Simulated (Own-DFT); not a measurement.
# How strain changes the stress of diamond-structure SiGeSn with randomly placed atoms, 64 atoms (Ge44Si16Sn4)

All numbers below are calculated, not measured. The program, named Own-DFT, is a retired in-house plane-wave density functional code that no person has reviewed. Each row is one single-point run on a periodic cell that was not relaxed, without spin or spin-orbit coupling.

Settings of every run: PBE; PseudoDojo norm-conserving scalar-relativistic files; cutoff 49 hartree; 3 x 3 x 3 k mesh centred on Gamma; Fermi-Dirac smearing of 0.1 eV.

Known limits: forces on such cells moved up to 12 meV/angstrom on a denser k mesh; stress not checked against mesh or cutoff.

Unstrained cell vectors in Å: (11.306, 0.000, 0.000); (0.000, 11.306, 0.000); (0.000, 0.000, 11.306). The unstrained cell has measured lattice constants (interpolated for alloys), not those of this functional. That, the random moves and any unrelaxed bonds set the pressure at no strain. Each run strains this cell uniformly, with the atoms carried along. Every atom was also moved at random, by a Gaussian of width 0.05 Å on each axis. The random placing of the alloy's atoms differs from row to row. Strain is the symmetric tensor, in per cent. Stress is positive in tension, and the pressure is minus a third of its trace.

```
run,e_xx (%),e_yy (%),e_zz (%),s_xx (GPa),s_yy (GPa),s_zz (GPa),P (GPa),E (meV/atom)
1,0.50,0.50,0.00,-3.17,-3.19,-3.57,3.31,1.8
2,3.00,3.00,0.00,0.66,0.58,-1.26,0.01,0.0
3,2.25,2.25,0.00,-0.62,-0.66,-2.18,1.15,13.0
4,-2.75,-2.75,0.00,-10.31,-10.29,-8.12,9.57,85.2
5,-3.00,-3.00,0.00,-10.97,-10.74,-8.75,10.15,102.7
6,2.75,2.75,0.00,0.06,0.09,-1.68,0.51,10.5
7,-0.25,-0.25,0.00,-4.91,-4.84,-4.57,4.77,27.7
8,-2.50,-2.50,0.00,-9.49,-9.46,-7.37,8.77,59.7
9,-1.50,-1.50,0.00,?,?,?,?,?
```

E is the free energy for each atom above the lowest run shown.

## Worked fit

The change of volume is close to e_xx + e_yy + e_zz. A straight line through the runs shown gives P = 4.83 - 83 x (fractional change of volume) GPa, with an error of 3 on the slope and a scatter of 0.43 GPa. The strain isn't the same on all axes, but the crystal is cubic, so the slope still estimates the bulk modulus, averaged over pressures from 0.0 to 10.2 GPa.

## Withheld run

Question: what pressure should run 9 give? Its volume changes by -2.98 %.

The line gives 7.3 GPa. The calculation gave 7.16 GPa.
